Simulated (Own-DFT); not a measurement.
## Calculated data, GaP (zincblende, strongly disordered by large displacements)

Computed with Own-DFT development build. A calculation, not a measurement: plane-wave PBE density functional theory by an unreviewed code, no spin, of a simulated periodic cell, stress positive in tension, free energy of the whole cell less one offset for each atom, forces on such cells passed a denser k mesh, this cell's mesh not checked; broken bonds can close the gap or carry spin, so checks made on this kind of crystal may not hold here; offsets are fitted by least squares, one for each functional and potential file, so energies compare only between cells with the same atoms and settings and are not formation energies; the far tail of each file's local potential was reset to the Coulomb form; each entry is a single point on an unrelaxed cell, so the pressure reflects the starting lattice, mostly measured values (interpolated for alloys), from which strain is counted, and rises with the displacements; printed positions are rounded, which can move forces by about a meV/angstrom; the program, named Own-DFT, is a retired in-house code; no spin-orbit coupling.

## GaP (zincblende, strongly disordered by large displacements)

```
CELL_PARAMETERS angstrom
10.90100 0.00000 0.00000
0.00000 10.90100 0.00000
0.00000 0.00000 10.90100
ATOMIC_POSITIONS crystal
Ga 0.03232 0.00655 0.99268
Ga 0.99943 0.25319 0.25844
Ga 0.23616 0.00850 0.26121
Ga 0.21667 0.22440 0.98315
P 0.14878 0.12885 0.11515
P 0.12458 0.37484 0.37860
P 0.37036 0.11645 0.37619
P 0.35883 0.35745 0.12588
Ga 0.06022 0.00878 0.50839
Ga 0.01030 0.26418 0.74593
Ga 0.21970 0.02443 0.78998
Ga 0.23508 0.24102 0.49675
P 0.10706 0.13291 0.61741
P 0.13602 0.38402 0.86526
P 0.37700 0.12024 0.88403
P 0.38729 0.38157 0.64015
Ga 0.98879 0.49605 0.99863
Ga 0.99861 0.76798 0.26526
Ga 0.26695 0.47732 0.24523
Ga 0.24738 0.77240 0.98851
P 0.10291 0.62191 0.13921
P 0.13116 0.86112 0.37244
P 0.35137 0.63125 0.37082
P 0.36585 0.83850 0.12218
Ga 0.02790 0.50157 0.49195
Ga 0.00913 0.73812 0.74294
Ga 0.23505 0.48272 0.76732
Ga 0.21626 0.73136 0.53994
P 0.10977 0.61075 0.59700
P 0.09591 0.86217 0.90518
P 0.38158 0.56294 0.87462
P 0.37536 0.90707 0.63519
Ga 0.51844 0.02189 0.99553
Ga 0.50373 0.19913 0.21603
Ga 0.78938 0.00463 0.24726
Ga 0.76123 0.22120 0.99236
P 0.62575 0.12385 0.12341
P 0.62056 0.38671 0.37354
P 0.87686 0.13445 0.36865
P 0.86796 0.36220 0.13101
Ga 0.49716 0.02655 0.50214
Ga 0.49872 0.25197 0.76378
Ga 0.71983 0.00056 0.74173
Ga 0.72034 0.26015 0.53999
P 0.60109 0.13381 0.60240
P 0.66556 0.37691 0.88801
P 0.86846 0.16137 0.87377
P 0.84851 0.36813 0.62875
Ga 0.49158 0.50990 0.01289
Ga 0.45511 0.78031 0.26199
Ga 0.78225 0.51358 0.26473
Ga 0.76544 0.75437 0.99062
P 0.61768 0.62371 0.12321
P 0.62547 0.87686 0.36248
P 0.84936 0.63189 0.40692
P 0.85666 0.83815 0.10617
Ga 0.50744 0.51735 0.51882
Ga 0.49418 0.72100 0.73801
Ga 0.74380 0.48745 0.77028
Ga 0.74691 0.76491 0.47571
P 0.62680 0.62964 0.61382
P 0.62025 0.87065 0.88748
P 0.87168 0.63458 0.87361
P 0.88344 0.83913 0.64994
```

- functional: PBE
- potential files: PseudoDojo norm-conserving, scalar-relativistic, standard set
- wave cutoff: 42 hartree
- occupations: Fermi-Dirac
- smearing width: 0.1 eV
- hardware: one NVIDIA H100
- k mesh: 3 x 3 x 3 centred on Gamma
- free energy of cell above offsets: 9.971 eV
- pressure: 12.56 GPa
- stress xx: -11.49 GPa
- stress yy: -12.19 GPa
- stress zz: -14 GPa
- stress yz: -3.12 GPa
- stress xz: -0.8 GPa
- stress xy: -3.14 GPa
- wall time: 568.8 s

Force:
```tsv
element	x (eV/Å)	y (eV/Å)	z (eV/Å)
Ga	-4.649	4.513	2.741
Ga	0.35	0.167	-1.269
Ga	1.048	-1.75	-0.782
Ga	4.616	5.244	-4.435
P	-4.475	-3.365	6.227
P	1.187	-1.006	-1.668
P	-0.425	1.391	-1.29
P	2.122	-2.15	-2.358
Ga	-5.141	-7.411	-6.193
Ga	-2.189	0.836	-0.075
Ga	0.15	-1.601	-1.911
Ga	2.258	1.265	0.434
P	3.28	5.393	6.892
P	-7.12	-5.909	6.094
P	-0.034	1.243	-0.214
P	-1.789	-0.482	-1.077
Ga	-0.266	0.281	0.764
Ga	-2.868	-2.441	-1.893
Ga	-2.092	2.741	1.47
Ga	-0.059	-4.01	0.016
P	1.437	-0.475	-0.544
P	1.414	1.744	2.007
P	0.602	-0.528	2.02
P	-1.651	6.247	-4.106
Ga	-7.613	-4.603	-4.242
Ga	1.529	-2.176	2.276
Ga	5.614	4.911	-7.488
Ga	8.483	7.935	-4.97
P	-0.886	-1.216	11.19
P	1.772	-3.368	-5.244
P	-1.71	5.222	-3.026
P	-1.583	-2.276	1.003
Ga	-1.376	-3.158	-0.438
Ga	-7.781	6.915	6.607
Ga	-1.895	-2.175	-1.512
Ga	-5.446	4.547	7.311
P	8.515	-4.047	-3.631
P	0.119	-0.857	0.209
P	0.591	-0.174	2.729
P	0.614	0.661	-0.417
Ga	-2.323	-5.759	-3.227
Ga	0.883	0.583	0.273
Ga	1.334	-0.441	0.282
Ga	0.99	1.958	-5.128
P	1.42	0.099	6.4
P	-5.843	-3.778	3.874
P	6.926	-6.305	-6.863
P	4.433	2.316	1.031
Ga	2.623	-2.939	3.26
Ga	4.99	-3.78	5.323
Ga	-2.791	-1.689	-1.895
Ga	-7.416	-4.691	-5.222
P	1.232	1.079	1.13
P	-1.249	2.365	-0.403
P	6.184	-3.209	-2.113
P	7.15	7.66	8.855
Ga	-2.605	-2.327	-3.386
Ga	-1.038	1.569	1.374
Ga	2.714	4.82	-4.671
Ga	-2.215	2.898	4.205
P	3.013	1.474	2.067
P	-0.566	-0.149	-1.43
P	1.241	-2.63	-1.285
P	-3.742	4.802	-3.656
```
